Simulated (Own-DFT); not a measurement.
Simulation results for Hf₃₆O₇₁ (tetragonal hafnia with one neutral oxygen vacancy, atoms displaced)

A calculation, not a measurement: plane-wave PBE and HSE06 DFT by an unreviewed code, no spin, of a simulated cell at Gamma alone, so results move with cell size and shape, stress positive in tension, energies less offsets, not probed for a lower state with spin; hafnium file: forces about 75 meV/angstrom off all-electron values; oxygen file: force components 24 meV/angstrom off all-electron in a glass; k mesh not checked against a denser one; forces and stress are PBE's, HSE06 gives the energy alone, and its difference from PBE has offsets of its own; offsets are fitted by least squares, one for each functional and potential file, so energies compare only between cells with the same atoms and settings and are not formation energies; the far tail of each file's local potential was reset to the Coulomb form; each entry is a single point on an unrelaxed cell, so the pressure reflects the starting lattice, taken from the Materials Project, from which strain is counted, and rises with the displacements; printed positions are rounded, which can move forces by about a meV/angstrom; the program is a retired in-house code; no spin-orbit coupling. Program: Own-DFT development build.

Common to all runs: first functional PBE; second functional HSE06; exact exchange share 0.25; screening 0.11 1/bohr; exchange divergence Gygi-Baldereschi; potential files PseudoDojo norm-conserving, scalar-relativistic, made for PBE, standard set; wave cutoff 48 hartree; occupations fixed; k mesh 1 x 1 x 1 centred on Gamma.

```yaml
- entry: 1
  formula: Hf36O71
  kind: "tetragonal hafnia with one neutral oxygen vacancy, atoms displaced"
  structure:
    cell_angstrom: [[10.78, 0.0, 0.0], [0.0, 10.78, 0.0], [0.0, 0.0, 10.4493]]
    atoms_fractional:
      - [Hf, 0.00167, 0.00453, 0.00381]
      - [Hf, 0.17027, 0.17424, 0.25614]
      - [O, 0.00062, 0.16906, 0.15273]
      - [O, 0.16676, 0.00252, 0.34832]
      - [O, 0.99702, 0.16383, 0.40221]
      - [O, 0.16621, 0.00256, 0.09253]
      - [Hf, 0.99981, 0.99352, 0.50688]
      - [Hf, 0.16045, 0.16325, 0.74593]
      - [O, 0.99576, 0.16353, 0.65327]
      - [O, 0.16442, 0.99825, 0.85296]
      - [O, 0.99853, 0.15327, 0.89607]
      - [O, 0.16679, 0.9981, 0.59519]
      - [Hf, 0.99496, 0.33427, 0.99756]
      - [Hf, 0.16069, 0.49699, 0.24116]
      - [O, 0.0072, 0.49842, 0.15386]
      - [O, 0.17369, 0.33239, 0.3511]
      - [O, 0.99859, 0.49795, 0.4044]
      - [O, 0.17786, 0.33252, 0.10717]
      - [Hf, 0.99692, 0.32962, 0.5051]
      - [Hf, 0.15956, 0.50176, 0.7418]
      - [O, 0.0028, 0.48859, 0.65754]
      - [O, 0.16532, 0.33247, 0.83909]
      - [O, 0.00249, 0.49971, 0.89952]
      - [O, 0.16572, 0.33398, 0.60087]
      - [Hf, 0.00063, 0.66609, 0.99449]
      - [Hf, 0.16846, 0.83927, 0.25546]
      - [O, 0.00404, 0.82978, 0.14266]
      - [O, 0.16274, 0.66885, 0.34676]
      - [O, 0.99213, 0.84175, 0.40726]
      - [O, 0.16899, 0.66193, 0.09435]
      - [Hf, 0.99974, 0.66976, 0.50766]
      - [Hf, 0.16481, 0.82975, 0.74428]
      - [O, 0.99943, 0.82933, 0.6531]
      - [O, 0.16326, 0.66067, 0.84675]
      - [O, 0.00827, 0.82927, 0.90481]
      - [O, 0.17008, 0.66786, 0.59537]
      - [Hf, 0.33729, 0.99473, 0.00244]
      - [Hf, 0.49785, 0.17157, 0.24551]
      - [O, 0.33487, 0.16562, 0.15392]
      - [O, 0.5023, 0.00622, 0.35396]
      - [O, 0.3308, 0.16276, 0.40788]
      - [O, 0.50174, 0.00071, 0.08966]
      - [Hf, 0.33283, 0.0025, 0.49482]
      - [Hf, 0.49632, 0.16235, 0.7541]
      - [O, 0.33341, 0.17111, 0.6549]
      - [O, 0.50982, 5.0e-05, 0.85002]
      - [O, 0.33614, 0.1652, 0.91352]
      - [O, 0.49969, 0.98949, 0.59628]
      - [Hf, 0.34056, 0.3378, 0.99934]
      - [Hf, 0.49603, 0.4979, 0.24976]
      - [O, 0.33381, 0.4958, 0.14745]
      - [O, 0.49462, 0.33011, 0.35061]
      - [O, 0.32761, 0.50404, 0.39984]
      - [O, 0.4968, 0.32616, 0.09876]
      - [Hf, 0.3324, 0.33716, 0.50173]
      - [Hf, 0.50045, 0.49891, 0.74835]
      - [O, 0.33534, 0.49599, 0.65759]
      - [O, 0.50149, 0.33002, 0.85175]
      - [O, 0.34502, 0.50522, 0.90556]
      - [O, 0.49969, 0.33763, 0.59981]
      - [Hf, 0.3345, 0.67186, 0.99454]
      - [Hf, 0.50071, 0.83312, 0.24997]
      - [O, 0.33465, 0.83035, 0.15386]
      - [O, 0.5056, 0.66793, 0.34105]
      - [O, 0.32527, 0.83692, 0.40876]
      - [O, 0.49641, 0.66779, 0.09599]
      - [Hf, 0.33425, 0.66527, 0.50295]
      - [Hf, 0.49369, 0.82644, 0.74131]
      - [O, 0.33059, 0.83575, 0.65726]
      - [O, 0.49932, 0.66407, 0.84851]
      - [O, 0.32405, 0.82356, 0.89443]
      - [O, 0.50644, 0.65666, 0.60035]
      - [Hf, 0.66593, 0.00235, 0.00508]
      - [Hf, 0.83681, 0.16414, 0.24896]
      - [O, 0.669, 0.16933, 0.15519]
      - [O, 0.83393, 0.00322, 0.34187]
      - [O, 0.66147, 0.16258, 0.39861]
      - [O, 0.83208, 0.00853, 0.10195]
      - [Hf, 0.65916, 0.99895, 0.50782]
      - [Hf, 0.82062, 0.16989, 0.7557]
      - [O, 0.66851, 0.16467, 0.64248]
      - [O, 0.83242, 0.98702, 0.84313]
      - [O, 0.66686, 0.16897, 0.90462]
      - [O, 0.83001, 0.00042, 0.5906]
      - [Hf, 0.67327, 0.33669, 0.99608]
      - [Hf, 0.83765, 0.49562, 0.24393]
      - [O, 0.67227, 0.49724, 0.14651]
      - [O, 0.83568, 0.33834, 0.3519]
      - [O, 0.66525, 0.50532, 0.406]
      - [O, 0.83684, 0.33948, 0.09017]
      - [Hf, 0.66579, 0.33107, 0.49635]
      - [Hf, 0.83912, 0.49456, 0.7487]
      - [O, 0.66688, 0.50331, 0.65194]
      - [O, 0.83814, 0.32596, 0.84563]
      - [O, 0.67151, 0.49773, 0.90337]
      - [O, 0.83274, 0.32982, 0.59562]
      - [Hf, 0.66941, 0.66312, 0.00061]
      - [Hf, 0.83439, 0.83366, 0.24893]
      - [O, 0.66508, 0.83404, 0.14676]
      - [O, 0.82854, 0.66566, 0.34771]
      - [O, 0.66031, 0.83844, 0.40048]
      - [O, 0.83928, 0.66516, 0.11019]
      - [Hf, 0.661, 0.669, 0.50334]
      - [Hf, 0.83266, 0.83149, 0.75258]
      - [O, 0.83494, 0.67071, 0.85032]
      - [O, 0.66222, 0.829, 0.90244]
      - [O, 0.82979, 0.6639, 0.59964]
  results:
    "PBE_energy_of_cell_above_offsets [eV]": "-97.554"
    "HSE06_less_PBE_above_offsets [eV]": "0.040"
    "PBE_pressure [GPa]": 2.03
    "PBE_stress_xx [GPa]": -3.02
    "PBE_stress_yy [GPa]": -0.62
    "PBE_stress_zz [GPa]": -2.45
    "PBE_stress_yz [GPa]": 0.14
    "PBE_stress_xz [GPa]": -0.74
    "PBE_stress_xy [GPa]": -0.22
    force_element: [Hf, Hf, O, O, O, O, Hf, Hf, O, O, O, O, Hf, Hf, O, O, O, O, Hf, Hf, O, O, O, O, Hf, Hf, O, O, O, O, Hf, Hf, O, O, O, O, Hf, Hf, O, O, O, O, Hf, Hf, O, O, O, O, Hf, Hf, O, O, O, O, Hf, Hf, O, O, O, O, Hf, Hf, O, O, O, O, Hf, Hf, O, O, O, O, Hf, Hf, O, O, O, O, Hf, Hf, O, O, O, O, Hf, Hf, O, O, O, O, Hf, Hf, O, O, O, O, Hf, Hf, O, O, O, O, Hf, Hf, O, O, O]
    "force_x [eV/angstrom]": [0.434, -0.191, 0.455, 0.059, 0.361, 0.816, -0.945, 0.249, -0.276, 0.502, -0.391, 0.202, 2.951, 2.962, -2.416, -0.307, 0.356, -1.923, 0.471, 2.782, -1.808, -0.213, -0.865, 0.051, 0.692, -0.577, -0.43, -0.193, 0.346, -0.222, -0.974, -0.054, -0.187, -0.117, -0.286, -0.552, -1.725, 0.958, -0.381, -1.006, -0.159, -0.205, 0.174, -0.19, 0.192, -0.842, 0.314, -1.167, -1.03, 0.265, 0.501, -0.04, 0.87, 1.844, -0.061, 0.103, -0.8, 0.248, -0.326, 0.33, -0.351, 0.93, -0.31, -0.779, 0.567, 1.141, -0.079, 2.188, 0.221, 0.402, 0.637, -2.532, 0.565, -0.402, -0.253, 0.005, 0.447, 0.292, 1.286, 1.404, -1.288, -0.37, 0.806, 0.173, -2.137, -0.493, -1.264, -0.392, -0.505, -0.051, -0.263, -1.995, 1.042, 0.093, 0.359, -0.536, -0.272, 0.208, 0.363, 0.535, 0.217, -0.585, 2.292, -1.266, 0.133, 0.318, 0.875]
    "force_y [eV/angstrom]": [-1.946, -0.746, 0.476, -0.044, 0.477, -0.209, 2.446, -0.089, 0.327, -0.104, 2.735, 0.014, -1.26, 0.75, -0.72, 0.651, 0.459, -0.052, -0.482, -1.168, 0.838, 0.099, -0.851, -0.126, 1.338, -1.0, 0.493, 0.297, -2.395, -0.19, -0.162, 0.838, -0.151, 0.233, 0.675, -0.394, 0.565, -0.722, -0.633, -1.015, 1.567, -0.049, -0.065, 0.659, -0.535, -0.748, -0.43, 0.007, 0.085, 0.279, 0.065, 0.968, 0.155, 0.564, -0.431, -0.55, 0.531, 0.185, -1.001, -0.17, -1.749, 0.561, 0.745, -0.118, -1.302, -0.173, -0.074, 0.665, -0.701, 0.414, 2.295, 1.191, -1.285, -0.427, 0.243, -0.692, 1.251, -0.331, 0.402, -3.137, 0.289, 2.395, -0.244, -0.847, -0.4, 1.7, -0.254, -0.948, -1.454, -0.008, 0.08, 1.445, -0.672, 1.854, 0.14, 0.404, 1.137, -0.426, 0.053, 0.361, -0.706, -0.193, 0.023, -0.436, -1.646, 0.154, 0.086]
    "force_z [eV/angstrom]": [-0.166, -0.995, -0.477, -0.058, 0.411, 0.989, -0.626, 1.003, 0.085, -1.525, 0.424, 0.759, -0.321, 1.63, -1.628, 0.366, 0.618, -1.183, -1.387, 2.272, -1.584, 0.856, 0.079, -0.87, 1.233, -1.196, 1.794, 0.072, -0.772, -0.093, -2.554, 2.623, -0.451, -0.913, -0.628, 0.599, -0.949, 0.745, 0.589, -1.277, -0.551, 1.552, 0.761, 0.042, 0.164, -0.849, -0.94, 1.301, -0.218, -0.5, 1.022, -0.108, 0.612, 0.241, 0.14, 0.855, -1.051, -0.549, -0.491, -0.346, 1.138, 0.099, 0.008, 0.825, -0.49, 0.105, -1.243, 1.888, -1.244, -0.729, 0.162, 0.206, -0.997, 1.216, -0.68, 0.05, 0.563, -0.705, -2.043, -1.647, 1.325, 0.744, -0.707, 0.858, 1.156, 1.695, 0.538, -0.8, -0.417, 0.658, -0.385, -0.096, 0.777, 0.938, -0.759, 1.108, 0.451, 0.126, 0.605, 0.072, 0.677, -1.702, -1.505, -0.728, 0.144, -0.027, 0.19]
- entry: 2
  formula: Hf36O71
  kind: "tetragonal hafnia with one neutral oxygen vacancy, atoms displaced"
  structure:
    cell_angstrom: [[10.78, 0.0, 0.0], [0.0, 10.78, 0.0], [0.0, 0.0, 10.4493]]
    atoms_fractional:
      - [Hf, 0.00717, 0.02287, 0.00155]
      - [Hf, 0.16939, 0.17505, 0.25139]
      - [O, 0.99892, 0.17415, 0.13983]
      - [O, 0.16525, 0.99602, 0.3481]
      - [O, 0.00385, 0.17556, 0.39183]
      - [O, 0.16474, 0.0093, 0.0997]
      - [Hf, 0.99442, 0.98696, 0.50169]
      - [Hf, 0.16559, 0.16731, 0.7425]
      - [O, 0.99948, 0.17547, 0.6587]
      - [O, 0.15257, 0.99934, 0.84854]
      - [O, 0.99225, 0.16632, 0.91434]
      - [O, 0.16154, 0.99953, 0.59055]
      - [Hf, 0.99755, 0.32824, 0.0083]
      - [Hf, 0.17184, 0.50295, 0.26793]
      - [O, 0.98926, 0.5047, 0.15609]
      - [O, 0.16638, 0.33305, 0.34426]
      - [O, 0.9877, 0.49545, 0.40685]
      - [O, 0.15953, 0.33439, 0.10008]
      - [Hf, 0.00314, 0.33667, 0.5088]
      - [Hf, 0.16261, 0.49006, 0.74533]
      - [O, 0.00319, 0.49407, 0.65966]
      - [O, 0.17247, 0.33092, 0.85171]
      - [O, 0.01112, 0.49621, 0.91806]
      - [O, 0.15579, 0.33119, 0.61297]
      - [Hf, 0.00013, 0.66268, 0.98806]
      - [Hf, 0.16506, 0.84695, 0.24462]
      - [O, 0.00558, 0.83583, 0.16715]
      - [O, 0.15492, 0.67701, 0.34454]
      - [O, 0.99387, 0.8326, 0.40799]
      - [O, 0.15677, 0.66365, 0.08872]
      - [Hf, 0.00683, 0.66931, 0.50809]
      - [Hf, 0.17154, 0.83255, 0.74877]
      - [O, 0.01135, 0.82359, 0.64955]
      - [O, 0.1605, 0.66988, 0.8536]
      - [O, 0.00416, 0.83414, 0.9025]
      - [O, 0.16907, 0.65459, 0.58745]
      - [Hf, 0.33275, 0.00924, 0.01267]
      - [Hf, 0.49113, 0.17365, 0.22901]
      - [O, 0.33186, 0.16188, 0.14784]
      - [O, 0.50236, 0.01458, 0.34286]
      - [O, 0.32481, 0.17045, 0.39988]
      - [O, 0.50425, 0.98673, 0.10866]
      - [Hf, 0.33734, 0.00545, 0.48931]
      - [Hf, 0.50206, 0.16485, 0.75361]
      - [O, 0.33394, 0.1716, 0.6529]
      - [O, 0.50102, 0.98953, 0.83259]
      - [O, 0.34137, 0.16011, 0.88095]
      - [O, 0.5134, 0.99947, 0.59384]
      - [Hf, 0.33365, 0.32254, 0.00674]
      - [Hf, 0.49583, 0.49169, 0.24983]
      - [O, 0.33121, 0.49682, 0.15921]
      - [O, 0.50539, 0.32353, 0.34842]
      - [O, 0.34277, 0.49786, 0.39164]
      - [O, 0.50019, 0.33763, 0.10597]
      - [Hf, 0.32994, 0.3399, 0.49954]
      - [Hf, 0.49514, 0.49624, 0.75896]
      - [O, 0.32378, 0.48828, 0.65176]
      - [O, 0.48555, 0.32189, 0.84333]
      - [O, 0.34155, 0.49936, 0.90915]
      - [O, 0.49258, 0.32724, 0.59326]
      - [Hf, 0.33904, 0.66889, 0.01]
      - [Hf, 0.50638, 0.8287, 0.26496]
      - [O, 0.32662, 0.83288, 0.14557]
      - [O, 0.49429, 0.68599, 0.33723]
      - [O, 0.33534, 0.83109, 0.41257]
      - [O, 0.49977, 0.66893, 0.09814]
      - [Hf, 0.32437, 0.66273, 0.49671]
      - [Hf, 0.50127, 0.83505, 0.75476]
      - [O, 0.3358, 0.82542, 0.65035]
      - [O, 0.50694, 0.67019, 0.83943]
      - [O, 0.33532, 0.83898, 0.91552]
      - [O, 0.48925, 0.6772, 0.59532]
      - [Hf, 0.66152, 0.9972, 0.99277]
      - [Hf, 0.83488, 0.17419, 0.25202]
      - [O, 0.67582, 0.1677, 0.14693]
      - [O, 0.82477, 0.99071, 0.35382]
      - [O, 0.66819, 0.1651, 0.38934]
      - [O, 0.82122, 0.01626, 0.11121]
      - [Hf, 0.67352, 0.99286, 0.48885]
      - [Hf, 0.83778, 0.1656, 0.74098]
      - [O, 0.66427, 0.17051, 0.64951]
      - [O, 0.84529, 0.01061, 0.84607]
      - [O, 0.67712, 0.17237, 0.89754]
      - [Hf, 0.66302, 0.32116, 0.0014]
      - [Hf, 0.83045, 0.51461, 0.25166]
      - [O, 0.65016, 0.49773, 0.15868]
      - [O, 0.84659, 0.33479, 0.34014]
      - [O, 0.66928, 0.5093, 0.40047]
      - [O, 0.83277, 0.34062, 0.1005]
      - [Hf, 0.66835, 0.33294, 0.49927]
      - [Hf, 0.82865, 0.49905, 0.7419]
      - [O, 0.65999, 0.49114, 0.65963]
      - [O, 0.84762, 0.3399, 0.84688]
      - [O, 0.66762, 0.50285, 0.90385]
      - [O, 0.82741, 0.3365, 0.59319]
      - [Hf, 0.66604, 0.65232, 0.99435]
      - [Hf, 0.83047, 0.82917, 0.25673]
      - [O, 0.65265, 0.83099, 0.15324]
      - [O, 0.8184, 0.67556, 0.34002]
      - [O, 0.66626, 0.83016, 0.38126]
      - [O, 0.8279, 0.66043, 0.10027]
      - [Hf, 0.65529, 0.65809, 0.50275]
      - [Hf, 0.82411, 0.84093, 0.74222]
      - [O, 0.65621, 0.84647, 0.64808]
      - [O, 0.83332, 0.66012, 0.84387]
      - [O, 0.67983, 0.83904, 0.91222]
      - [O, 0.83861, 0.67135, 0.58923]
  results:
    "PBE_energy_of_cell_above_offsets [eV]": "-87.562"
    "HSE06_less_PBE_above_offsets [eV]": "0.603"
    "PBE_pressure [GPa]": 5.49
    "PBE_stress_xx [GPa]": -4.3
    "PBE_stress_yy [GPa]": -6.81
    "PBE_stress_zz [GPa]": -5.36
    "PBE_stress_yz [GPa]": -0.83
    "PBE_stress_xz [GPa]": -0.04
    "PBE_stress_xy [GPa]": 0.05
    force_element: [Hf, Hf, O, O, O, O, Hf, Hf, O, O, O, O, Hf, Hf, O, O, O, O, Hf, Hf, O, O, O, O, Hf, Hf, O, O, O, O, Hf, Hf, O, O, O, O, Hf, Hf, O, O, O, O, Hf, Hf, O, O, O, O, Hf, Hf, O, O, O, O, Hf, Hf, O, O, O, O, Hf, Hf, O, O, O, O, Hf, Hf, O, O, O, O, Hf, Hf, O, O, O, O, Hf, Hf, O, O, O, Hf, Hf, O, O, O, O, Hf, Hf, O, O, O, O, Hf, Hf, O, O, O, O, Hf, Hf, O, O, O, O]
    "force_x [eV/angstrom]": [-2.46, -2.854, 0.752, 0.374, 0.174, 1.266, 0.385, 1.614, -0.267, 0.845, 0.39, 0.814, -1.237, -2.613, 1.919, 0.497, 1.227, 2.868, -2.378, 0.352, -1.732, 0.254, 0.205, 2.103, 0.021, 0.805, -2.123, 0.892, -0.263, 2.228, -1.196, -0.302, -1.64, 0.933, -0.985, -0.131, 0.341, 5.267, -1.056, -1.157, -0.387, -1.387, 0.877, -0.465, -0.481, 0.885, -0.737, -2.636, -1.901, 0.109, -0.413, -0.664, -0.958, -1.097, 0.821, -1.346, 1.841, 1.203, 0.601, 0.963, -2.621, -0.654, 0.253, -0.416, -0.37, 0.125, 2.089, -1.967, -0.802, 0.201, 0.132, 1.283, 1.646, -0.265, -3.549, 1.327, 1.228, 1.314, -1.008, -1.885, 1.474, -1.047, -1.221, 2.701, 0.513, 2.372, -1.561, -0.937, -1.682, -1.342, 0.902, -0.426, -0.841, -0.859, 1.282, 0.434, -0.431, 2.818, 0.677, -0.543, -0.34, 0.951, 1.872, 2.77, -0.394, 0.229, -2.387]
    "force_y [eV/angstrom]": [-6.387, -1.705, -0.562, 2.178, -1.54, 0.405, 1.379, -0.856, -0.497, 1.125, 3.683, 0.539, 2.365, 1.602, -0.328, 1.468, 1.619, -0.583, -0.956, 1.156, 0.499, -0.892, -0.738, 0.097, 1.378, -2.36, 0.327, -1.471, -0.612, -0.409, 0.129, 0.354, 0.5, -0.841, 0.523, -0.366, -3.506, -2.011, 0.973, -0.666, 0.743, 2.751, -0.771, -1.54, -0.501, 3.837, -0.458, 0.575, 2.369, 1.25, -0.216, 1.287, 0.553, -1.061, -1.971, 0.026, 0.329, 2.506, -0.528, 0.874, 0.882, 8.044, 0.263, -10.36, 0.73, -0.869, 2.269, -1.771, 0.619, -1.275, 0.084, -1.959, 0.563, -1.374, 1.77, 1.735, 0.807, -1.465, 1.284, 0.999, 0.195, -1.548, -1.144, 1.537, -1.857, 0.283, 1.195, -1.803, -0.481, -1.962, -0.238, 0.84, -0.415, -4.012, 0.219, 3.955, 2.206, -0.074, -2.145, 0.059, 0.247, 2.461, -0.545, -1.142, 0.542, -1.938, -0.47]
    "force_z [eV/angstrom]": [1.25, 0.534, 2.138, 0.25, 1.305, 0.627, -0.435, 1.281, -1.31, -0.566, -3.85, 0.431, -0.506, -3.979, 1.293, 1.924, 0.815, 0.651, -2.191, 3.867, -1.054, 0.058, -1.978, -1.631, 1.601, -0.618, -0.919, 0.844, 0.098, 1.244, -1.992, 2.392, -0.158, -2.568, 0.148, 1.825, -1.773, 3.925, -1.601, 0.779, -0.677, -2.546, 1.531, -2.915, -1.162, 3.149, 3.661, -0.905, -2.676, 0.324, -0.506, -0.162, 1.47, -1.246, 1.249, -0.114, -0.621, 1.674, 0.037, -0.174, -0.515, -5.547, 1.371, 4.692, -0.6, -0.433, -0.206, -2.611, 1.016, 1.041, -1.252, -0.671, 3.328, -0.152, -0.845, 1.081, 1.696, -1.981, -0.258, 1.58, -0.187, -1.322, -0.548, 1.321, -1.479, -1.002, 1.015, 0.763, -0.833, -1.267, 1.786, -1.248, -0.826, -1.345, 0.287, 2.957, -3.819, -0.768, 2.285, 3.664, -0.825, -0.359, 1.819, 0.001, -0.841, -2.251, 0.745]
```
